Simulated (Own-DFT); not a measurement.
# How strain changes the stress of wurtzite GaN, 72 atoms (Ga36N36)

All numbers below are calculated, not measured. The program, named Own-DFT, is a retired in-house plane-wave density functional code that no person has reviewed. Each row is one single-point run on a periodic cell that was not relaxed, without spin or spin-orbit coupling.

Settings of every run: PBE; PseudoDojo norm-conserving scalar-relativistic files (stringent for Ga); cutoff 96 hartree; 4 x 4 x 3 k mesh centred on Gamma; Gaussian smearing of 0.01 eV.

Known limits: forces not confirmed at this smearing and k mesh; stress not checked against mesh or cutoff.

Unstrained cell vectors in Å: (9.567, 0.000, 0.000); (-4.784, 8.285, 0.000); (0.000, 0.000, 10.370). The unstrained cell has measured lattice constants (interpolated for alloys), not those of this functional. That, the random moves and any unrelaxed bonds set the pressure at no strain. Each run strains this cell uniformly, with the atoms carried along. Every atom was also moved at random, by a Gaussian of width 0.05 Å on each axis. Strain is the symmetric tensor, in per cent. Stress is positive in tension, and the pressure is minus a third of its trace.

```
run,e_xx (%),e_yy (%),e_zz (%),s_xx (GPa),s_yy (GPa),s_zz (GPa),P (GPa),E (meV/atom)
1,1.25,1.25,0.00,-1.14,-0.78,-6.14,2.69,25.5
2,2.25,2.25,0.00,5.23,2.55,-5.71,-0.69,17.4
3,3.00,3.00,0.00,4.18,7.11,-1.55,-3.25,22.7
4,2.00,2.00,0.00,3.54,3.06,-5.71,-0.30,1.3
5,2.50,2.50,0.00,4.94,5.43,-4.15,-2.07,0.0
6,-2.25,-2.25,0.00,-22.03,-17.01,-12.87,17.30,66.9
7,1.75,1.75,0.00,1.02,2.42,-5.13,0.57,7.6
8,-0.25,-0.25,0.00,-8.15,-7.38,-9.05,8.19,24.1
9,-0.50,-0.50,0.00,?,?,?,?,?
```

E is the free energy for each atom above the lowest run shown.

## Worked fit

The change of volume is close to e_xx + e_yy + e_zz. A straight line through the runs shown gives P = 7.92 - 196 x (fractional change of volume) GPa, with an error of 6 on the slope and a scatter of 0.58 GPa. The strain isn't the same on all axes and the cell isn't cubic, so the slope belongs to this path and is not the bulk modulus.

## Withheld run

Question: what pressure should run 9 give? Its volume changes by -1.00 %.

The line gives 9.9 GPa. The calculation gave 8.82 GPa.
